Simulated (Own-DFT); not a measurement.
# One host, several defects: C40 NbSi2

Source: density functional calculations with Own-DFT, an unreviewed in-house program that is no longer used. Nothing was measured or relaxed, and spin and spin-orbit coupling are left out.

Method: PBE; PseudoDojo norm-conserving scalar-relativistic files; cutoff 42 hartree; 4 x 4 x 5 k mesh centred on Gamma; cold (Marzari-Vanderbilt) smearing of 0.2 eV.

Keep in mind: forces on such cells failed a check on a denser k mesh; stress not checked against mesh or cutoff.

All runs share one cell, with vectors in Å (0.000, 8.324, 0.000); (-9.613, 0.000, 0.000); (0.000, 0.000, 6.586) and a volume of 527.0 Å³. u is the rms random offset of the atoms per axis. The defect's site can differ from row to row.

```
cell,formula,u (Å),P (GPa)
no defect,Nb12Si24,0.0194,1.44
no defect,Nb12Si24,0.0507,2.68
no defect,Nb12Si24,0.0517,2.48
two Nb on a Si site each,Nb14Si22,0.0296,7.33
two Nb on a Si site each,Nb14Si22,0.0312,7.47
two Nb on a Si site each,Nb14Si22,0.0521,?
two Nb on a Si site each,Nb14Si22,0.0534,8.73
two Si on a Nb site each,Nb10Si26,0.0279,1.34
two Si on a Nb site each,Nb10Si26,0.0327,1.59
two Si on a Nb site each,Nb10Si26,0.0514,2.32
two Nb vacancies,Nb10Si24,0.0304,0.11
two Nb vacancies,Nb10Si24,0.0474,0.30
two Nb vacancies,Nb10Si24,0.0487,0.49
one Si vacancy,Nb12Si23,0.0293,1.02
one Si vacancy,Nb12Si23,0.0473,1.40
one Si vacancy,Nb12Si23,0.0496,1.63
```

## Analysis

P = P0 + c u² + a shift for each defect gives P0 = 1.28 GPa, c = 488 ± 56 GPa/Å² and a scatter of 0.18 GPa. The shifts, and each times the cell's volume:

- two Nb on a Si site each: 5.79 ± 0.15 GPa, 19.0 eV (9.5 eV for each of its 2 sites)
- two Si on a Nb site each: -0.27 ± 0.15 GPa, -0.9 eV (-0.4 eV for each of its 2 sites) (not resolved)
- one Si vacancy: -0.84 ± 0.15 GPa, -2.8 eV
- two Nb vacancies: -1.89 ± 0.15 GPa, -6.2 eV (-3.1 eV for each of its 2 sites)

Against the defect-free cell, a freed cell would be larger where the shift is positive and smaller where it is negative (160.2 GPa Å³ is 1 eV). The atoms around the defects weren't relaxed, which would change these numbers.

## Check

Asked: what pressure belongs in the blank (two Nb on a Si site each, u = 0.0521 Å)?

From the fit: 8.40 ± 0.22 GPa. The calculation gave 8.95 GPa.
